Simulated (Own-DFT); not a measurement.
# Misfit strain and the stress it brings: wurtzite GaN, 72 atoms (Ga36N36)

Calculated, not measured: single-point runs of Own-DFT, a retired in-house plane-wave DFT program that no person has reviewed, on unrelaxed cells, without spin or spin-orbit coupling.

Method: PBE; PseudoDojo norm-conserving scalar-relativistic files (stringent for Ga); cutoff 96 hartree; 4 x 4 x 3 k mesh centred on Gamma; Gaussian smearing of 0.01 eV.

Keep in mind: forces not confirmed at this smearing and k mesh; stress not checked against mesh or cutoff.

Unstrained cell vectors in Å: (9.567, 0.000, 0.000); (-4.784, 8.285, 0.000); (0.000, 0.000, 10.370). The unstrained cell has measured lattice constants (interpolated for alloys), not those of this functional. That, the random moves and any unrelaxed bonds set the pressure at no strain. Each run strains x and y alike by e, as a substrate would, and holds the height along z. Each atom got a random Gaussian move of width 0.05 Å along each axis. Stress is positive in tension.

```
e (%),u (Å),(s_xx + s_yy)/2 (GPa),s_zz (GPa)
-3.00,0.052,-25.89,-12.40
-2.75,0.051,-24.74,-10.77
-2.25,0.048,-19.90,-10.89
-1.25,0.051,?,?
-0.75,0.051,-11.25,-8.77
-0.50,0.050,-8.92,-10.49
0.75,0.053,-3.64,-6.55
1.50,0.051,0.13,-4.29
2.25,0.049,4.08,-4.99
2.75,0.050,5.35,-3.04
```

## Working it out

With e as a fraction, the in-plane stress is -6.8 + 536 e - 3333 e² GPa (errors 10 and 647, scatter 0.60), and s_zz is -7.7 + 150 e GPa (slope ± 17, scatter 1.03). At e = 0 the first slope is C11 + C12 and the second 2 C13, both with the ions held to the strained lattice and at the cell's own pressure. The term in e² is negative: the layer stiffens under compression and softens under tension. A free layer would change its height as e changes, and the in-plane slope would drop by 2 C13²/C33 to the biaxial modulus. At fixed height, a misfit of 1 % moves the in-plane stress by about 5.4 GPa and s_zz by 1.5 GPa.

## Withheld run

Q: what are the two stresses at e = -1.25 %?

Estimate: -14.1 and -9.6 GPa. The run itself gave -13.53 and -9.77 GPa.
